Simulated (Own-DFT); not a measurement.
# How strain changes the stress of wurtzite AlN, 72 atoms (Al36N36)

Calculated results; nothing here was measured. They come from Own-DFT, an in-house plane-wave density functional program, since retired, whose code no person has reviewed. Each row is one single-point run on a periodic cell that was not relaxed, without spin or spin-orbit coupling.

Settings of every run: PBE; PseudoDojo norm-conserving scalar-relativistic files; cutoff 42 hartree; 3 x 3 x 2 k mesh centred on Gamma; Fermi-Dirac smearing of 0.1 eV.

Known limits: forces on such cells moved up to 12 meV/angstrom on a denser k mesh; stress not checked against mesh or cutoff.

Unstrained cell vectors in Å: (9.336, 0.000, 0.000); (-4.668, 8.085, 0.000); (0.000, 0.000, 9.964). The unstrained cell has measured lattice constants (interpolated for alloys), not those of this functional. That, the random moves and any unrelaxed bonds set the pressure at no strain. Each run strains this cell uniformly, with the atoms carried along. Every atom was also moved at random, by a Gaussian of width 0.05 Å on each axis. Strain is the symmetric tensor, in per cent. Stress is positive in tension, and the pressure is minus a third of its trace.

```
run  e_xx (%)  e_yy (%)  e_zz (%)  e_yz (%)  e_xz (%)  e_xy (%)  s_xx (GPa)  s_yy (GPa)  s_zz (GPa)  s_yz (GPa)  s_xz (GPa)  s_xy (GPa)  P (GPa)  E (meV/atom)
  1      0.45      0.50      1.63      0.50      0.83     -1.49       -2.36       -1.35        2.71        1.35        2.06       -4.42     0.34           0.0
  2      0.50      1.57      0.13      0.66      0.42      1.10       -1.59        0.65       -2.24        1.49        0.89        3.11     1.06          12.8
  3      1.34      0.59     -1.65      1.89     -0.67     -0.08       -0.40       -3.88      -11.85        5.93       -1.71       -0.62     5.37          31.4
  4     -0.56     -0.10     -1.15      1.75      1.95      0.37      -10.47       -5.09      -12.84        3.86        5.15        1.92     9.46          26.1
  5     -0.92     -0.42      2.00      1.20     -0.83     -1.54      -10.61       -6.76        1.32        2.72       -2.62       -5.46     5.35          47.2
  6     -0.23      1.64      1.23      1.97     -1.84      0.78       -4.70        2.70        0.69        5.06       -5.18        2.55     0.44          11.6
  7      0.86      1.82      0.66     -0.96      1.76     -1.39        0.38        2.88        0.33       -2.38        4.85       -3.48    -1.20          13.3
  8     -1.21     -0.05      0.94     -1.52     -0.36      1.08      -11.01       -7.24       -3.90       -4.99       -0.27        3.61     7.39          42.5
  9      1.40      0.59      1.87      1.04      1.36     -0.52        1.88       -1.34        4.29        2.24        3.71       -2.11    -1.61          12.0
 10      0.22      1.23      0.94     -1.81      1.51     -0.18       -3.78        0.92        0.32       -4.99        2.94       -1.60     0.85           8.9
 11      1.57     -1.81      0.59     -1.20      1.29     -0.89        1.40      -11.75       -5.28       -3.09        3.34       -3.02     5.21          21.0
 12     -1.03     -0.19      1.62      1.47     -0.09      1.37       -9.28       -8.23        0.99        4.24        0.77        5.28     5.51          30.3
 13     -1.89     -1.58      0.08     -0.02     -1.14      1.66      -18.26      -16.36       -7.17       -0.47       -2.80        8.07    13.93          49.7
 14      0.76      0.46      1.67      0.36     -0.90     -1.22       -2.36       -1.32        3.02        0.19       -1.90       -3.01     0.22          14.6
 15      0.94     -0.63     -0.51      0.15     -0.45      0.02       -2.82       -9.44       -4.96        0.53       -1.02        0.49     5.74           7.5
 16     -0.94     -1.64     -0.55      1.79      0.62     -1.65      -12.30      -18.11      -10.63        6.30        1.50       -8.91    13.68          55.0
 17     -1.77      1.04      0.54     -1.48      0.33      1.71      -16.32       -2.77       -2.53       -3.55        1.81        9.35     7.21          40.9
 18     -1.41      1.57     -1.17     -1.74      1.70      1.08           ?           ?           ?           ?           ?           ?        ?             ?
```

E is the free energy for each atom above the lowest run shown.

## Worked fit

Each stress component was fitted by least squares to a constant and the strains of the runs shown, as fractions, with shears doubled. Shear strains stay in the fit of a normal stress only where such slopes are resolved. The slopes, in GPa:

| stress | at no strain | per e_xx | per e_yy | per e_zz | scatter |
|---|---|---|---|---|---|
| s_xx | -6.4 | 525 ± 23 | 74 ± 23 | 72 ± 24 | 1.01 |
| s_yy | -6.4 | 110 ± 32 | 480 ± 32 | 84 ± 33 | 1.40 |
| s_zz | -5.6 | 72 ± 28 | 117 ± 28 | 435 ± 29 | 1.23 |

Each shear stress against twice its own strain: yz 135 ± 7, xz 132 ± 7, xy 192 ± 21 GPa. These are stiffnesses along x, y and z of the frame in which the cell vectors are given, which need not be the crystal's axes. The atoms are held to the strained lattice; where symmetry lets them move under strain, relaxing them would lower some slopes. The table should be nearly symmetric about its diagonal, and what it lacks of that shows the noise. A ninth of its sum, 219 ± 6 GPa, estimates the bulk modulus near the mean pressure of these runs, 4.6 GPa, so it lies above the value at zero pressure.

## Withheld run

Question: what normal stresses and pressure should run 18 give?

The fit gives s_xx = -13.5, s_yy = -1.4, s_zz = -9.8 and P = 8.2 GPa. The calculation gave -12.94, -0.93, -8.93 and P = 7.60 GPa.
